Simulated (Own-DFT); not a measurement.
# Shaking the atoms of grey tin, 64 atoms (Sn64)

All numbers below are calculated, not measured. The program, named Own-DFT, is a retired in-house plane-wave density functional code that no person has reviewed. Each row is one single-point run on a periodic cell that was not relaxed, without spin or spin-orbit coupling.

Settings of every run: PBE; PseudoDojo norm-conserving scalar-relativistic files; cutoff 42 hartree; 3 x 3 x 3 k mesh centred on Gamma; cold (Marzari-Vanderbilt) smearing of 0.2 eV.

Known limits: forces on such cells moved up to 12 meV/angstrom on a denser k mesh; stress not checked against mesh or cutoff.

Cell vectors in Å: (12.978, 0.000, 0.000); (0.000, 12.978, 0.000); (0.000, 0.000, 12.978). In each run every atom was moved at random and independently from its ideal site; u is the rms move along one axis. E is the free energy for each atom above the fitted value at u = 0, and F the rms of the force components.

| run | u (Å) | E (meV/atom) | F (eV/Å) | largest force (eV/Å) | P (GPa) |
|---|---|---|---|---|---|
| 1 | 0.0197 | 4.8 | 0.209 | 0.74 | 3.38 |
| 2 | 0.0204 | 5.5 | 0.227 | 0.66 | 3.39 |
| 3 | 0.0477 | 25.4 | 0.482 | 1.78 | 3.57 |
| 4 | 0.0484 | ? | ? | ? | ? |
| 5 | 0.1014 | 136.3 | 1.251 | 5.67 | 4.60 |
| 6 | 0.1128 | 167.9 | 1.387 | 6.08 | 4.91 |
| 7 | 0.1459 | 319.3 | 2.077 | 9.09 | 6.46 |

## Worked fit

For small independent moves the energy grows as E = (3/2) K u², with K the mean stiffness felt by one atom. The runs with u up to 0.11 Å give K = 8.3 ± 0.6 eV/Å², with residuals divided by u² + 0.0006 Å², since the noise grows with the moves. The scatter is 2.9 meV/atom at u = 0.05 Å. The forces follow F = G u with G = 11.1 eV/Å²; no force at u = 0 is resolved. G exceeds K because the moves of its neighbours add to the force on an atom, and stiffness differs between atoms. At u = 0.146 Å the parabola gives 265 meV/atom and the run 319. The pressure follows P = 3.32 + 124 u² GPa: at fixed volume, shortened bonds push harder than stretched ones pull.

## Withheld run

Question: what energy and rms force should run 4 give?

The fit gives 29 ± 3 meV/atom and about 0.54 eV/Å. The calculation gave 28.4 meV/atom and 0.494 eV/Å.
